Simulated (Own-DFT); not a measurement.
# Which defects push the lattice out? C11b WSi2

No measurement is shown. These are fixed-geometry runs of a retired plane-wave code named Own-DFT, which no person has reviewed; spin and spin-orbit coupling are neglected.

Method: PBE; PseudoDojo norm-conserving scalar-relativistic files; cutoff 50 hartree; 5 x 5 x 5 k mesh centred on Gamma; cold (Marzari-Vanderbilt) smearing of 0.2 eV.

Known weak points: forces on such cells failed a check on a denser k mesh; stress not checked against mesh or cutoff.

All runs share one cell, with vectors in Å (-2.148, -5.953, 3.409); (-6.444, 2.976, 1.136); (-2.553, -2.948, -6.757) and a volume of 403.2 Å³. u is the rms random offset of the atoms per axis. The defect's site can differ from row to row.

| cell | formula | u (Å) | P (GPa) |
|---|---|---|---|
| no defect | Si20W10 | 0.0197 | 4.41 |
| no defect | Si20W10 | 0.0500 | 6.13 |
| no defect | Si20W10 | 0.0528 | 5.60 |
| one W vacancy | Si20W9 | 0.0271 | 3.48 |
| one W vacancy | Si20W9 | 0.0295 | 3.75 |
| one W vacancy | Si20W9 | 0.0538 | 4.63 |
| one W on a Si site | Si19W11 | 0.0259 | 9.59 |
| one W on a Si site | Si19W11 | 0.0480 | 11.23 |
| one W on a Si site | Si19W11 | 0.0494 | 11.25 |
| one Si vacancy | Si19W10 | 0.0299 | 3.32 |
| one Si vacancy | Si19W10 | 0.0318 | 3.44 |
| one Si vacancy | Si19W10 | 0.0480 | 4.37 |
| one Si vacancy | Si19W10 | 0.0538 | ? |
| one Si on a W site | Si21W9 | 0.0303 | 6.52 |
| one Si on a W site | Si21W9 | 0.0454 | 6.59 |
| one Si on a W site | Si21W9 | 0.0548 | 7.52 |

## Working it out

P = P0 + c u² + a shift for each defect gives P0 = 4.19 GPa, c = 627 ± 86 GPa/Å² and a scatter of 0.30 GPa. The shifts, and each times the cell's volume:

- one W on a Si site: 5.37 ± 0.24 GPa, 13.5 eV
- one Si on a W site: 1.43 ± 0.24 GPa, 3.6 eV
- one W vacancy: -1.18 ± 0.24 GPa, -3.0 eV
- one Si vacancy: -1.36 ± 0.24 GPa, -3.4 eV

Against the defect-free cell, a freed cell would be larger where the shift is positive and smaller where it is negative (160.2 GPa Å³ is 1 eV). The atoms around the defects weren't relaxed, which would change these numbers.

## Test on the hidden row

Asked: what pressure belongs in the blank (one Si vacancy, u = 0.0538 Å)?

The fitted form gives 4.64 ± 0.36 GPa. The hidden result is 4.96 GPa.
